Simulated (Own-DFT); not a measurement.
Simulation results for Hf36O71 (tetragonal hafnia with one neutral oxygen vacancy, atoms displaced)

A calculation, not a measurement: plane-wave PBE and HSE06 DFT by an unreviewed code, no spin, of a simulated cell at Gamma alone, so results move with cell size and shape, stress positive in tension, energies less offsets, not probed for a lower state with spin; hafnium file: forces about 75 meV/angstrom off all-electron values; oxygen file: force components 24 meV/angstrom off all-electron in a glass; k mesh not checked against a denser one; forces and stress are PBE's, HSE06 gives the energy alone, and its difference from PBE has offsets of its own; offsets are fitted by least squares, one for each functional and potential file, so energies compare only between cells with the same atoms and settings and are not formation energies; the far tail of each file's local potential was reset to the Coulomb form; each entry is a single point on an unrelaxed cell, so the pressure reflects the starting lattice, taken from the Materials Project, from which strain is counted, and rises with the displacements; printed positions are rounded, which can move forces by about a meV/angstrom; the program is a retired in-house code; no spin-orbit coupling. Program: Own-DFT development build.

```json
{"formula": "Hf36O71", "kind": "tetragonal hafnia with one neutral oxygen vacancy, atoms displaced", "structure": {"cell_angstrom": [[10.78, 0.0, 0.0], [0.0, 10.78, 0.0], [0.0, 0.0, 10.4493]], "atoms_fractional": [["Hf", 0.99195, 0.99696, 0.0037], ["Hf", 0.16834, 0.1641, 0.24693], ["O", 0.0072, 0.16598, 0.14238], ["O", 0.16408, 0.00409, 0.34881], ["O", 0.99712, 0.16734, 0.40374], ["O", 0.17368, 0.99581, 0.09985], ["Hf", 0.00353, 0.99724, 0.5069], ["Hf", 0.17097, 0.16601, 0.75837], ["O", 0.99763, 0.16842, 0.654], ["O", 0.16673, 0.99903, 0.8535], ["O", 0.99436, 0.17699, 0.9081], ["O", 0.16994, 0.00095, 0.58992], ["Hf", 0.00377, 0.33837, 0.99866], ["Hf", 0.16418, 0.50142, 0.24577], ["O", 0.16217, 0.32734, 0.34954], ["O", 0.99401, 0.50844, 0.39795], ["O", 0.16157, 0.33098, 0.09709], ["Hf", 0.00276, 0.33202, 0.50193], ["Hf", 0.17323, 0.50775, 0.74997], ["O", 0.9975, 0.50487, 0.65013], ["O", 0.16909, 0.3377, 0.84664], ["O", 0.00449, 0.50631, 0.89029], ["O", 0.16595, 0.33682, 0.58791], ["Hf", 0.99805, 0.65827, 0.9926], ["Hf", 0.16692, 0.83816, 0.24227], ["O", 0.99596, 0.83314, 0.1564], ["O", 0.16665, 0.66854, 0.34516], ["O", 0.99286, 0.82821, 0.39935], ["O", 0.16548, 0.66592, 0.09682], ["Hf", 0.00755, 0.66618, 0.50053], ["Hf", 0.16596, 0.84028, 0.74854], ["O", 0.99855, 0.83019, 0.64148], ["O", 0.17232, 0.66071, 0.84458], ["O", 0.00206, 0.82925, 0.89573], ["O", 0.16063, 0.66644, 0.59101], ["Hf", 0.33355, 0.9972, 0.99431], ["Hf", 0.49336, 0.1634, 0.24988], ["O", 0.3318, 0.16748, 0.15527], ["O", 0.50644, 0.9995, 0.34863], ["O", 0.33979, 0.16424, 0.40557], ["O", 0.50216, 0.00407, 0.10057], ["Hf", 0.3357, 0.99289, 0.50905], ["Hf", 0.49354, 0.16757, 0.74594], ["O", 0.33358, 0.16283, 0.64784], ["O", 0.50354, 0.00193, 0.84697], ["O", 0.33001, 0.16588, 0.90569], ["O", 0.50976, 0.00498, 0.60164], ["Hf", 0.33205, 0.32896, 0.01154], ["Hf", 0.50339, 0.49869, 0.2505], ["O", 0.33806, 0.49909, 0.16131], ["O", 0.50353, 0.33387, 0.34306], ["O", 0.32853, 0.49665, 0.40229], ["O", 0.50232, 0.33586, 0.10585], ["Hf", 0.32894, 0.34651, 0.50373], ["Hf", 0.4982, 0.49071, 0.74015], ["O", 0.3268, 0.50291, 0.65678], ["O", 0.50276, 0.33711, 0.84691], ["O", 0.33009, 0.49578, 0.90671], ["O", 0.50287, 0.32987, 0.59178], ["Hf", 0.33416, 0.66071, 0.99647], ["Hf", 0.49914, 0.83365, 0.25136], ["O", 0.3345, 0.84034, 0.15535], ["O", 0.50614, 0.66763, 0.35096], ["O", 0.33355, 0.8441, 0.40796], ["O", 0.49676, 0.66928, 0.09273], ["Hf", 0.33404, 0.66345, 0.50497], ["Hf", 0.50235, 0.84019, 0.74795], ["O", 0.33817, 0.83373, 0.65942], ["O", 0.50294, 0.66926, 0.8464], ["O", 0.33773, 0.83611, 0.90052], ["O", 0.50406, 0.66862, 0.59817], ["Hf", 0.66499, 0.99482, 0.00465], ["Hf", 0.83262, 0.16514, 0.25342], ["O", 0.66787, 0.15782, 0.14985], ["O", 0.82448, 0.99843, 0.33904], ["O", 0.6625, 0.17308, 0.40191], ["O", 0.83321, 0.00259, 0.09985], ["Hf", 0.66759, 0.99914, 0.50239], ["Hf", 0.83623, 0.16802, 0.75217], ["O", 0.66418, 0.16526, 0.64676], ["O", 0.82968, 0.99069, 0.85318], ["O", 0.67284, 0.16742, 0.90365], ["O", 0.83491, 0.99836, 0.59526], ["Hf", 0.66173, 0.33157, 0.00776], ["Hf", 0.83286, 0.49856, 0.25194], ["O", 0.66993, 0.50093, 0.15023], ["O", 0.83243, 0.33714, 0.34631], ["O", 0.66813, 0.50724, 0.40518], ["O", 0.82804, 0.3405, 0.10192], ["Hf", 0.68297, 0.32686, 0.49421], ["Hf", 0.83664, 0.50034, 0.74863], ["O", 0.67348, 0.49667, 0.65013], ["O", 0.83802, 0.33184, 0.84093], ["O", 0.66184, 0.49353, 0.90032], ["O", 0.83758, 0.33327, 0.59686], ["Hf", 0.66978, 0.67128, 0.9968], ["Hf", 0.83084, 0.83154, 0.25287], ["O", 0.66928, 0.8334, 0.14626], ["O", 0.83318, 0.6603, 0.35007], ["O", 0.67335, 0.83082, 0.4011], ["O", 0.82045, 0.66207, 0.09823], ["Hf", 0.66733, 0.66782, 0.49551], ["Hf", 0.83522, 0.83388, 0.74998], ["O", 0.66904, 0.84019, 0.65447], ["O", 0.83527, 0.6688, 0.84541], ["O", 0.66367, 0.82944, 0.90203], ["O", 0.82029, 0.6666, 0.598]]}, "settings": {"first_functional": "PBE", "second_functional": "HSE06", "exact_exchange_share": 0.25, "screening [1/bohr]": 0.11, "exchange_divergence": "Gygi-Baldereschi", "potential_files": "PseudoDojo norm-conserving, scalar-relativistic, made for PBE, standard set", "wave_cutoff [hartree]": 48.0, "occupations": "fixed", "k_mesh": "1 x 1 x 1 centred on Gamma"}, "results": {}}
```

Question: Estimate the PBE pressure of Hf36O71 (tetragonal hafnia with one neutral oxygen vacancy, atoms displaced).
Answer: 2.28 GPa

Question: Give the table of force values for Hf36O71 (tetragonal hafnia with one neutral oxygen vacancy, atoms displaced).
Answer: 
Force:
| element | x (eV/Å) | y (eV/Å) | z (eV/Å) |
| --- | --- | --- | --- |
| Hf | 0.542 | 0.552 | 0.104 |
| Hf | -0.861 | -0.038 | 1.293 |
| O | -1.126 | -0.327 | 1.161 |
| O | -0.341 | -0.869 | -0.285 |
| O | -0.615 | -0.595 | 0.114 |
| O | -1.225 | -0.032 | -0.555 |
| Hf | -0.921 | -0.119 | -2.187 |
| Hf | -0.592 | 1.065 | -0.685 |
| O | 1.765 | -0.442 | 0.287 |
| O | -0.13 | 0.465 | -0.888 |
| O | 0.474 | -2.532 | -1.014 |
| O | -0.689 | -0.566 | 2.392 |
| Hf | -1.992 | 0.095 | 0.044 |
| Hf | -0.583 | 0.124 | 0.745 |
| O | 0.167 | 1.193 | -0.887 |
| O | 1.066 | -1.986 | -0.309 |
| O | 1.25 | 0.947 | 0.378 |
| Hf | -0.409 | 0.546 | -1.251 |
| Hf | -3.121 | -1.828 | 0.478 |
| O | 1.181 | -0.089 | -0.263 |
| O | -0.104 | -0.821 | -0.26 |
| O | -0.231 | -1.273 | 1.179 |
| O | 0.048 | -0.085 | 1.867 |
| Hf | -0.817 | 1.261 | 1.284 |
| Hf | -0.582 | 0.033 | 1.096 |
| O | 0.46 | 0.386 | -1.212 |
| O | 0.51 | -0.05 | -0.126 |
| O | 0.387 | 1.37 | 0.418 |
| O | -0.068 | -0.423 | -0.372 |
| Hf | -3.935 | 0.179 | -1.43 |
| Hf | -0.441 | -1.187 | 0.471 |
| O | 0.983 | 0.616 | 1.28 |
| O | 0.165 | 2.744 | 0.223 |
| O | 0.611 | 0.432 | 0.314 |
| O | 3.304 | 0.143 | 1.685 |
| Hf | 0.745 | -0.595 | 1.432 |
| Hf | 1.373 | 0.42 | 1.345 |
| O | -0.021 | 0.538 | -1.077 |
| O | 0.141 | -0.519 | 0.109 |
| O | -0.057 | 0.254 | 0.067 |
| O | -1.237 | -0.248 | -0.433 |
| Hf | 1.459 | 2.919 | -1.362 |
| Hf | 2.236 | 0.513 | -0.012 |
| O | -1.11 | 0.168 | 1.509 |
| O | -0.462 | 0.565 | 0.371 |
| O | -0.042 | 0.474 | -0.532 |
| O | -2.094 | -0.612 | 0.052 |
| Hf | 0.593 | 0.855 | -0.818 |
| Hf | 1.606 | -0.017 | 0.352 |
| O | -1.455 | -0.188 | -0.985 |
| O | -0.309 | 0.329 | 0.023 |
| O | 0.175 | 1.959 | 0.317 |
| O | -1.17 | -0.523 | -0.736 |
| Hf | 1.646 | -3.605 | -1.44 |
| Hf | 3.335 | 1.455 | 1.346 |
| O | 1.885 | 0.074 | -1.938 |
| O | -0.976 | -1.57 | 0.044 |
| O | 0.093 | -0.269 | 0.069 |
| O | -0.934 | 0.871 | 0.653 |
| Hf | 0.987 | 0.736 | -0.039 |
| Hf | 0.715 | -0.081 | -0.245 |
| O | 0.223 | -0.436 | -0.124 |
| O | -1.343 | 0.283 | -0.552 |
| O | 0.092 | -2.961 | -0.529 |
| O | 0.203 | 0.053 | 0.561 |
| Hf | 0.781 | 0.963 | -1.262 |
| Hf | 1.566 | -1.699 | 1.217 |
| O | -1.619 | 0.141 | -1.022 |
| O | -0.906 | -0.78 | -0.857 |
| O | -0.679 | -0.628 | 0.196 |
| O | -1.477 | -0.286 | -0.219 |
| Hf | 0.363 | 1.085 | -0.612 |
| Hf | 0.149 | 0.11 | -1.111 |
| O | -0.116 | 0.658 | 0.796 |
| O | 0.224 | 0.703 | 0.975 |
| O | 0.823 | -1.97 | -0.736 |
| O | 0.273 | -0.149 | -0.225 |
| Hf | 0.512 | 0.194 | -0.792 |
| Hf | -1.695 | -0.172 | 0.455 |
| O | 0.955 | 0.331 | 0.772 |
| O | 0.882 | 1.4 | -0.123 |
| O | -0.176 | -0.254 | 0.116 |
| O | 0.393 | 0.265 | 0.285 |
| Hf | 1.018 | 0.465 | -1.312 |
| Hf | -0.003 | 1.049 | -0.749 |
| O | -1.415 | -0.215 | 0.684 |
| O | -0.051 | -1.104 | 0.699 |
| O | -0.168 | -2.156 | -0.815 |
| O | 1.703 | -0.313 | -0.562 |
| Hf | -2.178 | 2.256 | 0.87 |
| Hf | -1.53 | 0.125 | -0.353 |
| O | -1.413 | -0.415 | 0.473 |
| O | 0.243 | 0.789 | 0.403 |
| O | 0.536 | 0.755 | 0.41 |
| O | 0.547 | -0.458 | 0.231 |
| Hf | -2.117 | -2.018 | -0.603 |
| Hf | 0.054 | -1.183 | 0.527 |
| O | -0.903 | 0.266 | 0.534 |
| O | -0.267 | 1.302 | -0.814 |
| O | -0.343 | 0.862 | -0.174 |
| O | 3.523 | 0.02 | 0.039 |
| Hf | 0.297 | -0.367 | 0.533 |
| Hf | -0.657 | -0.808 | -0.893 |
| O | -0.286 | 0.325 | -0.18 |
| O | 0.022 | -0.378 | 0.635 |
| O | 0.126 | 1.204 | -0.414 |
| O | 2.575 | 0.351 | 0.467 |

Further results for Hf36O71 (tetragonal hafnia with one neutral oxygen vacancy, atoms displaced):

- PBE energy of cell above offsets: -96.923 eV
- HSE06 less PBE above offsets: 0.073 eV
- PBE stress xx: -2.99 GPa
- PBE stress yy: -1.1 GPa
- PBE stress zz: -2.74 GPa
- PBE stress yz: -0.98 GPa
- PBE stress xz: -0.76 GPa
- PBE stress xy: 0.07 GPa
